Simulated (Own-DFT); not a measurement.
# Energy and forces against displacement in rutile TiO2, 72 atoms (O48Ti24)

These are calculations, not measurements. They come from Own-DFT, an in-house plane-wave density functional program, since retired, whose code no person has reviewed. Each row is one single-point run on a periodic cell that was not relaxed, without spin or spin-orbit coupling.

Settings of every run: PBE; PseudoDojo norm-conserving scalar-relativistic files; cutoff 72 hartree; 3 x 3 x 3 k mesh centred on Gamma; Fermi-Dirac smearing of 0.1 eV.

Known limits: oxygen file: force components 24 meV/angstrom off all-electron in a glass; forces on such cells passed a denser k mesh, each cell not checked; stress not checked against mesh or cutoff.

Cell vectors in Å: (9.187, 0.000, 0.000); (0.000, 9.187, 0.000); (0.000, 0.000, 8.876). In each run every atom was moved at random and independently from its ideal site; u is the rms move along one axis. E is the free energy for each atom above the fitted value at u = 0, and F the rms of the force components.

```
run   u (Å)  E (meV/atom)  F (eV/Å)  largest force (eV/Å)  P (GPa)
  1  0.0195           8.4     0.369                  1.24     4.87
  2  0.0199             ?         ?                     ?        ?
  3  0.0205           8.9     0.385                  1.82     5.10
  4  0.0475          51.6     1.035                  4.58     6.00
  5  0.0485          52.0     1.021                  5.52     6.10
  6  0.0550          61.3     1.097                  4.67     7.53
  7  0.0749         120.8     1.617                  7.23    10.67
  8  0.0790         124.3     1.597                  6.30     9.33
  9  0.0821         157.9     1.823                  8.65    11.03
 10  0.1143         265.2     2.245                 10.22    13.66
```

## Worked fit

For small independent moves the energy grows as E = (3/2) K u², with K the mean stiffness felt by one atom. The runs with u up to 0.11 Å give K = 14.4 ± 0.4 eV/Å², with residuals divided by u² + 0.0006 Å², since the noise grows with the moves. The scatter is 3.5 meV/atom at u = 0.05 Å. The forces follow F = G u with G = 20.6 eV/Å²; no force at u = 0 is resolved. G exceeds K because the moves of its neighbours add to the force on an atom, and stiffness differs between atoms. The pressure follows P = 4.38 + 948 u² GPa: at fixed volume, shortened bonds push harder than stretched ones pull.

## Withheld run

Question: what energy and rms force should run 2 give?

The fit gives 9 ± 1 meV/atom and about 0.41 eV/Å. The calculation gave 8.6 meV/atom and 0.366 eV/Å.
